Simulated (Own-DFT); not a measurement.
# Energy and forces against displacement in beta-Si3N4, 112 atoms (N64Si48)

Calculated results; nothing here was measured. They come from Own-DFT, an in-house plane-wave density functional program, since retired, whose code no person has reviewed. Each row is one single-point run on a periodic cell that was not relaxed, without spin or spin-orbit coupling.

Settings of every run: PBEsol; PseudoDojo norm-conserving scalar-relativistic files, made for PBE; cutoff 42 hartree; 2 x 2 x 4 k mesh centred on Gamma; Fermi-Dirac smearing of 0.1 eV.

Known limits, some of them of some rows only: some atoms lie very close together; forces on such cells moved up to 12 meV/angstrom on a denser k mesh; stress not checked against mesh or cutoff.

Cell vectors in Å: (15.212, 0.000, 0.000); (-7.606, 13.174, 0.000); (0.000, 0.000, 5.818). In each run every atom was moved at random and independently from its ideal site; u is the rms move along one axis. E is the free energy for each atom above the fitted value at u = 0, and F the rms of the force components.

```
run   u (Å)  E (meV/atom)  F (eV/Å)  largest force (eV/Å)  P (GPa)
  1  0.0186          16.0     0.698                  2.66     2.90
  2  0.0206          23.6     0.881                  3.28     3.20
  3  0.0495         126.8     2.130                  9.64     5.78
  4  0.0525             ?         ?                     ?        ?
  5  0.0957         448.9     4.459                 20.90    14.69
  6  0.0974         514.2     5.290                 23.38    17.23
  7  0.0977         472.3     5.001                 25.34    14.47
  8  0.1526        1103.5     8.440                 44.81    31.65
```

## Worked fit

For small independent moves the energy grows as E = (3/2) K u², with K the mean stiffness felt by one atom. The runs with u up to 0.11 Å give K = 34.1 ± 0.9 eV/Å², with residuals divided by u² + 0.0006 Å², since the noise grows with the moves. The scatter is 7.2 meV/atom at u = 0.05 Å. The forces follow F = G u with G = 46.2 eV/Å²; no force at u = 0 is resolved. G exceeds K because the moves of its neighbours add to the force on an atom, and stiffness differs between atoms. At u = 0.153 Å the parabola gives 1189 meV/atom and the run 1103. The pressure follows P = 2.48 + 1381 u² GPa: at fixed volume, shortened bonds push harder than stretched ones pull.

## Withheld run

Question: what energy and rms force should run 4 give?

The fit gives 141 ± 9 meV/atom and about 2.42 eV/Å. The calculation gave 143.0 meV/atom and 2.276 eV/Å.
